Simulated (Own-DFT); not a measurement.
# Response to strain: wurtzite AlN, 72 atoms (Al36N36)

Calculated results; nothing here was measured. They come from Own-DFT, an in-house plane-wave density functional program, since retired, whose code no person has reviewed. Each row is one single-point run on a periodic cell that was not relaxed, without spin or spin-orbit coupling.

Settings of every run: PBE; PseudoDojo norm-conserving scalar-relativistic files; cutoff 42 hartree; 3 x 3 x 2 k mesh centred on Gamma; Fermi-Dirac smearing of 0.1 eV.

Known limits: forces on such cells moved up to 12 meV/angstrom on a denser k mesh; stress not checked against mesh or cutoff.

Unstrained cell vectors in Å: (9.336, 0.000, 0.000); (-4.668, 8.085, 0.000); (0.000, 0.000, 9.964). The unstrained cell has measured lattice constants (interpolated for alloys), not those of this functional. That, the random moves and any unrelaxed bonds set the pressure at no strain. Each run strains this cell uniformly, with the atoms carried along. Every atom was also moved at random, by a Gaussian of width 0.05 Å on each axis. Strain is the symmetric tensor, in per cent. Stress is positive in tension, and the pressure is minus a third of its trace.

| run | e_xx (%) | e_yy (%) | e_zz (%) | s_xx (GPa) | s_yy (GPa) | s_zz (GPa) | P (GPa) | E (meV/atom) |
|---|---|---|---|---|---|---|---|---|
| 1 | 1.25 | 1.25 | 0.00 | 1.81 | -0.05 | -3.10 | 0.44 | 4.2 |
| 2 | -2.00 | -2.00 | 0.00 | -17.07 | -17.92 | -10.88 | 15.29 | 45.8 |
| 3 | 2.00 | 2.00 | 0.00 | 3.78 | 5.27 | -1.77 | -2.43 | 4.4 |
| 4 | -1.50 | -1.50 | 0.00 | -13.48 | -15.96 | -7.31 | 12.25 | 21.0 |
| 5 | -1.00 | -1.00 | 0.00 | -11.26 | -12.52 | -6.80 | 10.20 | 23.0 |
| 6 | -0.75 | -0.75 | 0.00 | -10.43 | -9.44 | -6.66 | 8.84 | 11.0 |
| 7 | 0.75 | 0.75 | 0.00 | -0.51 | -2.86 | -3.16 | 2.18 | 0.0 |
| 8 | 1.50 | 1.50 | 0.00 | 3.57 | 1.74 | -4.94 | -0.12 | 9.2 |
| 9 | -0.25 | -0.25 | 0.00 | ? | ? | ? | ? | ? |

E is the free energy for each atom above the lowest run shown.

## Worked fit

The change of volume is close to e_xx + e_yy + e_zz. A straight line through the runs shown gives P = 6.01 - 216 x (fractional change of volume) GPa, with an error of 6 on the slope and a scatter of 0.47 GPa. The strain isn't the same on all axes and the cell isn't cubic, so the slope belongs to this path and is not the bulk modulus.

## Withheld run

Question: what pressure should run 9 give? Its volume changes by -0.50 %.

The line gives 7.1 GPa. The calculation gave 7.32 GPa.
